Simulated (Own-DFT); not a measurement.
# Computed records: HfO$_{2}$ (monoclinic hafnia, atoms displaced)

Computed with Own-DFT development build. A calculation, not a measurement: plane-wave PBE density functional theory by an unreviewed code, no spin, of a simulated periodic cell, stress positive in tension, free energy of the whole cell less one offset for each atom, hafnium file: forces about 75 meV/angstrom off all-electron values; oxygen file: force components 24 meV/angstrom off all-electron in one glass; forces on such cells passed a denser k mesh, this cell's mesh not checked; offsets are fitted by least squares, one for each functional and potential file, so energies compare only between cells with the same atoms and settings and are not formation energies; the far tail of each file's local potential was reset to the Coulomb form; each entry is a single point on an unrelaxed cell, so the pressure reflects the starting lattice, mostly measured values, from which strain is counted, and rises with the displacements; printed positions are rounded, which can move forces by about a meV/angstrom; the program is a retired in-house code; no spin-orbit coupling; before rounding, a Quantum ESPRESSO 7.3.1 run of the same cell and cutoff gave forces within 1 meV/angstrom rms on each cell, which checks the program and not the settings.

Settings shared by all entries: functional PBE; potential files PseudoDojo norm-conserving, scalar-relativistic, standard set; wave cutoff 72 hartree; occupations Fermi-Dirac; smearing width 0.1 eV; k mesh 2 x 2 x 2 centred on Gamma.

(1) HfO$_{2}$ (monoclinic hafnia, atoms displaced)

```cif
# cell vector a (Å): 10.2340 0.0000 0.0000
# cell vector b (Å): 0.0000 10.3500 0.0000
# cell vector c (Å): -1.6955 0.0000 10.4453
data_HfO2
_symmetry_space_group_name_H-M 'P 1'
_symmetry_Int_Tables_number 1
_cell_length_a 10.2340
_cell_length_b 10.3500
_cell_length_c 10.5820
_cell_angle_alpha 90.000
_cell_angle_beta 99.220
_cell_angle_gamma 90.000
_cell_volume 1106.39
loop_
_atom_site_label
_atom_site_type_symbol
_atom_site_fract_x
_atom_site_fract_y
_atom_site_fract_z
_atom_site_occupancy
Hf1 Hf 0.13682 0.01772 0.09743 1
Hf2 Hf 0.36792 0.27129 0.14228 1
Hf3 Hf 0.35498 0.48056 0.39561 1
Hf4 Hf 0.14874 0.23600 0.35527 1
O1 O 0.03847 0.17285 0.17255 1
O2 O 0.46656 0.41548 0.08669 1
O3 O 0.46792 0.33525 0.32429 1
O4 O 0.03186 0.08373 0.42167 1
O5 O 0.21764 0.37772 0.23766 1
O6 O 0.27982 0.13050 0.00804 1
O7 O 0.28004 0.12074 0.25879 1
O8 O 0.23214 0.36472 0.49275 1
Hf5 Hf 0.14133 0.01951 0.60913 1
Hf6 Hf 0.35741 0.26761 0.64558 1
Hf7 Hf 0.36799 0.47112 0.89893 1
Hf8 Hf 0.13567 0.23041 0.85066 1
O9 O 0.03278 0.16231 0.66850 1
O10 O 0.46641 0.41507 0.57214 1
O11 O 0.46218 0.33094 0.82068 1
O12 O 0.03374 0.07949 0.92161 1
O13 O 0.22669 0.37117 0.73418 1
O14 O 0.27047 0.13592 0.50929 1
O15 O 0.27370 0.11779 0.76367 1
O16 O 0.22293 0.36225 0.99039 1
Hf9 Hf 0.13861 0.51744 0.10564 1
Hf10 Hf 0.36753 0.77765 0.15031 1
Hf11 Hf 0.36923 0.98167 0.39452 1
Hf12 Hf 0.13892 0.72916 0.35725 1
O17 O 0.04167 0.66336 0.16941 1
O18 O 0.46308 0.92392 0.07650 1
O19 O 0.45533 0.83194 0.32848 1
O20 O 0.03543 0.58840 0.42326 1
O21 O 0.22119 0.88918 0.23348 1
O22 O 0.27800 0.62859 0.00888 1
O23 O 0.27928 0.62236 0.25098 1
O24 O 0.23310 0.86536 0.49287 1
Hf13 Hf 0.13415 0.52063 0.61312 1
Hf14 Hf 0.35931 0.76999 0.64012 1
Hf15 Hf 0.36065 0.97936 0.89648 1
Hf16 Hf 0.13364 0.73634 0.85363 1
O25 O 0.03875 0.66856 0.67779 1
O26 O 0.46204 0.91301 0.57362 1
O27 O 0.46419 0.83080 0.82285 1
O28 O 0.03802 0.58137 0.92893 1
O29 O 0.23142 0.88266 0.74294 1
O30 O 0.27045 0.62806 0.50578 1
O31 O 0.27112 0.61930 0.75895 1
O32 O 0.21817 0.86787 0.99389 1
Hf17 Hf 0.64239 0.01942 0.10864 1
Hf18 Hf 0.86795 0.27677 0.15105 1
Hf19 Hf 0.86445 0.47843 0.38427 1
Hf20 Hf 0.63124 0.23378 0.35849 1
O33 O 0.54241 0.16007 0.16997 1
O34 O 0.95427 0.42005 0.07345 1
O35 O 0.97279 0.34488 0.33309 1
O36 O 0.52896 0.07942 0.41910 1
O37 O 0.72327 0.38217 0.23801 1
O38 O 0.77758 0.12910 0.01646 1
O39 O 0.78528 0.11083 0.26822 1
O40 O 0.72835 0.37258 0.48935 1
Hf21 Hf 0.64234 0.02421 0.60549 1
Hf22 Hf 0.85505 0.27299 0.64394 1
Hf23 Hf 0.85720 0.47569 0.90048 1
Hf24 Hf 0.63666 0.22737 0.85961 1
O41 O 0.53539 0.17678 0.67043 1
O42 O 0.96178 0.41223 0.57239 1
O43 O 0.97055 0.34034 0.82387 1
O44 O 0.54203 0.09069 0.92084 1
O45 O 0.72606 0.37393 0.74058 1
O46 O 0.77602 0.13394 0.51636 1
O47 O 0.77641 0.11394 0.75501 1
O48 O 0.72536 0.36641 0.98957 1
Hf25 Hf 0.63861 0.50994 0.10252 1
Hf26 Hf 0.86316 0.76910 0.15260 1
Hf27 Hf 0.85507 0.98621 0.39758 1
Hf28 Hf 0.63357 0.73480 0.35321 1
O49 O 0.53542 0.67073 0.17802 1
O50 O 0.96205 0.91611 0.06905 1
O51 O 0.95538 0.83195 0.32265 1
O52 O 0.53902 0.58734 0.42580 1
O53 O 0.72508 0.88357 0.24639 1
O54 O 0.77823 0.62398 0.00176 1
O55 O 0.77924 0.61879 0.26304 1
O56 O 0.72934 0.86446 0.49158 1
Hf29 Hf 0.63587 0.52056 0.60277 1
Hf30 Hf 0.86921 0.76584 0.64617 1
Hf31 Hf 0.86067 0.96719 0.90451 1
Hf32 Hf 0.64223 0.72736 0.85024 1
O57 O 0.53116 0.66334 0.67669 1
O58 O 0.95900 0.91717 0.57314 1
O59 O 0.96335 0.82597 0.82335 1
O60 O 0.53361 0.58053 0.91800 1
O61 O 0.71510 0.87196 0.74022 1
O62 O 0.77021 0.63030 0.51170 1
O63 O 0.77569 0.62455 0.75540 1
O64 O 0.72319 0.87247 0.99368 1
```

- free energy of cell above offsets: -93.610 eV
- pressure: 5.75 GPa
- stress xx: -5.08 GPa
- stress yy: -5.97 GPa
- stress zz: -6.21 GPa
- stress yz: 0.28 GPa
- stress xz: -0.59 GPa
- stress xy: 0.13 GPa

Force:
```tsv
element	x (eV/Å)	y (eV/Å)	z (eV/Å)
Hf	0.03	1.624	0.945
Hf	-1.772	-2.237	0.608
Hf	1.464	0.75	0.446
Hf	-1.685	-2.693	-0.298
O	-0.175	-0.089	-0.181
O	0.503	0.644	-1.114
O	-0.794	0.321	0.063
O	0.861	0.434	-0.046
O	1.062	0.01	0.55
O	-0.075	-0.517	0.124
O	0.171	0.979	0.077
O	-0.582	1.633	-0.516
Hf	-1.464	0.492	-1.771
Hf	1.222	0.266	-0.573
Hf	-1.352	2.266	-0.924
Hf	-0.743	-0.89	0.037
O	0.011	0.375	0.514
O	-0.502	-0.211	-0.085
O	0.382	0.296	1.488
O	0.101	0.353	-0.523
O	-0.913	0.881	0.794
O	0.425	-1.504	0.179
O	0.443	0.388	-0.521
O	0.675	0.89	0.179
Hf	0.697	1.431	-1.574
Hf	-1.466	-1.367	-1.793
Hf	-3.271	-0.433	0.145
Hf	-0.159	0.655	-1.207
O	-1.421	1.013	0.792
O	0.199	-0.241	0.149
O	1.121	-0.314	0.255
O	-0.203	-0.286	0.318
O	0.077	-1.331	1.098
O	0.129	-0.27	0.295
O	-0.349	-0.366	1.597
O	-1.347	0.637	-0.842
Hf	0.18	-0.529	-1.193
Hf	0.876	-0.473	1.672
Hf	1.076	-0.437	-0.109
Hf	1.816	-2.5	1.567
O	0.03	-0.517	-0.929
O	1.266	0.983	0.378
O	-0.089	0.713	0.823
O	-0.349	0.223	-0.872
O	-0.975	-0.572	-0.153
O	0.334	-0.745	0.225
O	0.269	-0.557	0.195
O	0.754	0.749	-0.704
Hf	0.816	-0.179	-0.596
Hf	0.23	-2.409	-0.287
Hf	-1.133	1.406	3.317
Hf	1.293	-0.805	-0.215
O	-1.08	1.902	0.902
O	1.031	-0.142	1.256
O	0.745	-1.526	-1.481
O	2.563	1.688	0.377
O	0.06	-1.253	0.393
O	0.386	0.08	0.055
O	-1.356	3.201	-1.635
O	-0.704	-0.238	-0.829
Hf	-0.896	-1.151	1.024
Hf	1.428	-0.05	0.837
Hf	1.352	1.158	-2.172
Hf	1.494	0.247	-1.953
O	0.832	-1.51	-0.48
O	0.916	0.841	0.386
O	-0.196	-0.256	0.055
O	-2.08	-2.165	0.557
O	-0.364	0.725	0.122
O	-0.923	-0.749	-1.266
O	-0.392	0.192	1.102
O	-0.98	0.384	0.628
Hf	0.132	3.046	-0.302
Hf	0.213	-0.449	-0.589
Hf	2.013	-1.798	1.335
Hf	0.994	-1.126	1.189
O	0.852	-0.867	-1.009
O	0.401	-1.101	1.914
O	1.42	-0.173	0.584
O	-1.501	-0.596	-0.597
O	-0.739	-0.852	-0.884
O	-0.692	0.531	1.297
O	-0.398	0.775	-1.347
O	-1.117	1.363	0.024
Hf	0.333	0.67	0.181
Hf	-2.142	0.541	-1.447
Hf	-0.2	2.212	-2.663
Hf	-1.178	0.178	-0.148
O	0.129	-0.457	-0.657
O	1.417	-0.036	1.221
O	-0.928	1.251	0.864
O	0.021	-0.81	0.917
O	0.813	0.745	-0.121
O	0.843	-0.323	-0.312
O	0.13	-1.106	0.616
O	-0.348	-0.935	0.253
```

(2) HfO$_{2}$ (monoclinic hafnia, atoms displaced)

```cif
# cell vector a (Å): 10.2340 0.0000 0.0000
# cell vector b (Å): 0.0000 10.3500 0.0000
# cell vector c (Å): -1.6955 0.0000 10.4453
data_HfO2
_symmetry_space_group_name_H-M 'P 1'
_symmetry_Int_Tables_number 1
_cell_length_a 10.2340
_cell_length_b 10.3500
_cell_length_c 10.5820
_cell_angle_alpha 90.000
_cell_angle_beta 99.220
_cell_angle_gamma 90.000
_cell_volume 1106.39
loop_
_atom_site_label
_atom_site_type_symbol
_atom_site_fract_x
_atom_site_fract_y
_atom_site_fract_z
_atom_site_occupancy
Hf1 Hf 0.14309 0.02643 0.10784 1
Hf2 Hf 0.35901 0.27143 0.14178 1
Hf3 Hf 0.36162 0.47728 0.39059 1
Hf4 Hf 0.13549 0.23324 0.34574 1
O1 O 0.04388 0.16917 0.17648 1
O2 O 0.46778 0.41258 0.07350 1
O3 O 0.45704 0.33529 0.32602 1
O4 O 0.03822 0.08661 0.43016 1
O5 O 0.22604 0.37672 0.24119 1
O6 O 0.27306 0.13979 0.00320 1
O7 O 0.27135 0.11841 0.25503 1
O8 O 0.22607 0.36614 0.49950 1
Hf5 Hf 0.14115 0.02653 0.60688 1
Hf6 Hf 0.35664 0.26628 0.63736 1
Hf7 Hf 0.35896 0.47171 0.89049 1
Hf8 Hf 0.13892 0.22970 0.85101 1
O9 O 0.03048 0.15731 0.67504 1
O10 O 0.46689 0.42614 0.57141 1
O11 O 0.46436 0.33120 0.83592 1
O12 O 0.04375 0.08246 0.92165 1
O13 O 0.22717 0.38048 0.74182 1
O14 O 0.27428 0.12976 0.51763 1
O15 O 0.27918 0.13182 0.75804 1
O16 O 0.21811 0.36974 0.98812 1
Hf9 Hf 0.13637 0.51330 0.10343 1
Hf10 Hf 0.36269 0.77468 0.15834 1
Hf11 Hf 0.37113 0.98196 0.39041 1
Hf12 Hf 0.14111 0.73613 0.35745 1
O17 O 0.03040 0.65998 0.16916 1
O18 O 0.47036 0.91500 0.08020 1
O19 O 0.46610 0.84367 0.32849 1
O20 O 0.03735 0.58090 0.41389 1
O21 O 0.22509 0.87670 0.24417 1
O22 O 0.27795 0.62429 0.00902 1
O23 O 0.26937 0.62705 0.25978 1
O24 O 0.23135 0.87619 0.48519 1
Hf13 Hf 0.13756 0.51716 0.60949 1
Hf14 Hf 0.36135 0.77142 0.64401 1
Hf15 Hf 0.35804 0.97860 0.89553 1
Hf16 Hf 0.13455 0.73187 0.85363 1
O25 O 0.02971 0.67092 0.67224 1
O26 O 0.45936 0.92033 0.57298 1
O27 O 0.46582 0.83558 0.83075 1
O28 O 0.03392 0.57806 0.92103 1
O29 O 0.22196 0.87547 0.74014 1
O30 O 0.27719 0.63368 0.50992 1
O31 O 0.27747 0.62430 0.76160 1
O32 O 0.22858 0.88006 0.98632 1
Hf17 Hf 0.64597 0.01635 0.09771 1
Hf18 Hf 0.86060 0.26870 0.14956 1
Hf19 Hf 0.86452 0.48581 0.39992 1
Hf20 Hf 0.63477 0.22653 0.35226 1
O33 O 0.53875 0.16406 0.17301 1
O34 O 0.95648 0.40710 0.08114 1
O35 O 0.96754 0.33980 0.31294 1
O36 O 0.53648 0.08276 0.42989 1
O37 O 0.71968 0.37976 0.23791 1
O38 O 0.77590 0.12861 0.00810 1
O39 O 0.77663 0.12043 0.26506 1
O40 O 0.72769 0.37310 0.50055 1
Hf21 Hf 0.63899 0.01455 0.61310 1
Hf22 Hf 0.86357 0.26961 0.65095 1
Hf23 Hf 0.86395 0.47350 0.88938 1
Hf24 Hf 0.63741 0.23357 0.85562 1
O41 O 0.54220 0.16421 0.66816 1
O42 O 0.96921 0.41219 0.58727 1
O43 O 0.96356 0.32526 0.83807 1
O44 O 0.53429 0.08815 0.91446 1
O45 O 0.73041 0.38068 0.74578 1
O46 O 0.77233 0.13065 0.50881 1
O47 O 0.76837 0.12668 0.75448 1
O48 O 0.72225 0.36614 0.99237 1
Hf25 Hf 0.64168 0.52405 0.11342 1
Hf26 Hf 0.85557 0.77112 0.14732 1
Hf27 Hf 0.85652 0.98271 0.38954 1
Hf28 Hf 0.63521 0.72383 0.35521 1
O49 O 0.53029 0.66666 0.16791 1
O50 O 0.96301 0.91490 0.07215 1
O51 O 0.96067 0.83723 0.32050 1
O52 O 0.53681 0.59154 0.42235 1
O53 O 0.72374 0.88389 0.22288 1
O54 O 0.77616 0.62627 0.00881 1
O55 O 0.77498 0.62236 0.25680 1
O56 O 0.72469 0.87070 0.48610 1
Hf29 Hf 0.62963 0.51681 0.60216 1
Hf30 Hf 0.87071 0.76992 0.64304 1
Hf31 Hf 0.85965 0.97761 0.90079 1
Hf32 Hf 0.63919 0.72548 0.85654 1
O57 O 0.53501 0.66621 0.67250 1
O58 O 0.96000 0.91721 0.58054 1
O59 O 0.96147 0.83796 0.81848 1
O60 O 0.54181 0.58595 0.92112 1
O61 O 0.73105 0.88333 0.74543 1
O62 O 0.76970 0.63124 0.50994 1
O63 O 0.76540 0.61398 0.75083 1
O64 O 0.72418 0.86553 0.99290 1
```

- free energy of cell above offsets: -93.495 eV
- pressure: 5.62 GPa
- stress xx: -5.74 GPa
- stress yy: -5.97 GPa
- stress zz: -5.17 GPa
- stress yz: -0.46 GPa
- stress xz: -0.38 GPa
- stress xy: 0.6 GPa

Force:
```tsv
element	x (eV/Å)	y (eV/Å)	z (eV/Å)
Hf	-0.821	-1.471	-1.921
Hf	1.634	0.085	-0.515
Hf	-0.682	1.542	1.066
Hf	-0.348	-0.854	2.148
O	-1.426	-0.296	-1.059
O	-0.665	-0.099	0.555
O	1.315	-0.834	0.118
O	-0.463	0.254	-1.095
O	-0.281	0.449	-0.211
O	0.574	-1.014	0.954
O	1.077	0.504	0.637
O	-0.19	1.087	-1.465
Hf	-0.788	-1.523	-0.566
Hf	2.204	0.193	1.881
Hf	0.969	2.374	1.706
Hf	-0.492	-0.53	0.661
O	0.024	0.929	0.382
O	-2.561	-2.222	0.101
O	0.12	-0.278	-1.529
O	-0.987	-0.476	0.373
O	-0.503	-0.049	-0.636
O	0.597	-0.121	-1.493
O	-0.166	-1.166	0.05
O	0.316	0.355	0.241
Hf	-0.977	1.894	-0.397
Hf	0.095	-0.671	-3.241
Hf	-2.011	0.896	1.8
Hf	-0.804	-0.473	-0.752
O	0.127	0.33	0.251
O	-0.565	0.318	-0.333
O	1.631	-1.995	-0.517
O	-0.342	-0.278	1.297
O	-0.388	0.748	-0.844
O	-0.659	0.623	0.574
O	0.813	-0.995	0.5
O	-0.897	-0.233	0.328
Hf	0.689	1.136	-0.622
Hf	0.685	0.142	0.591
Hf	1.875	0.212	-0.17
Hf	0.438	-0.245	0.918
O	2.438	-2.099	-0.137
O	0.517	-0.44	0.889
O	-0.117	0.106	-0.458
O	0.37	0.34	-0.397
O	0.055	0.796	-0.355
O	-0.552	-0.697	-0.011
O	-0.697	-0.521	-0.423
O	-0.9	-1.002	0.959
Hf	-2.259	1.344	-0.539
Hf	-0.917	0.225	-1.446
Hf	-0.297	-0.801	-0.117
Hf	0.128	0.103	0.893
O	-0.649	0.238	0.174
O	1.768	1.441	-0.938
O	-0.315	0.529	2.189
O	0.337	0.953	-1.084
O	0.264	-0.255	1.34
O	0.528	-0.398	0.284
O	0.051	0.604	-0.784
O	0.137	-0.172	-1.49
Hf	0.645	0.656	-1.013
Hf	-1.584	-1.167	-0.459
Hf	-1.737	1.157	1.601
Hf	0.21	-0.415	-0.306
O	-2.113	1.68	-0.069
O	0.623	1.064	-0.897
O	0.64	-0.359	-0.879
O	-0.464	-1.063	0.842
O	-0.645	-0.428	-0.772
O	0.364	-0.099	-0.028
O	1.144	-0.683	1.324
O	0.092	0.521	0.129
Hf	-0.298	-0.869	-3.297
Hf	2.163	-0.955	-1.425
Hf	0.752	-0.598	2.15
Hf	1.189	1.966	-0.072
O	0.149	0.15	1.31
O	0.72	0.322	0.702
O	0.46	-0.031	0.826
O	-1.757	-1.399	-0.515
O	-0.433	-0.742	2.633
O	0.251	0.032	0.495
O	-0.193	-0.021	1.251
O	-0.329	-0.052	-0.748
Hf	2.869	1.405	1.376
Hf	-3.248	1.059	-0.049
Hf	0.982	0.69	-1.317
Hf	0.063	-0.126	-0.965
O	-0.925	0.749	-0.246
O	1.294	0.923	-1.061
O	0.997	-0.447	1.441
O	-1.508	-1.331	0.428
O	-0.635	-0.562	-0.2
O	1.042	-0.621	-0.927
O	1.053	0.559	1.239
O	0.11	0.49	-0.818
```
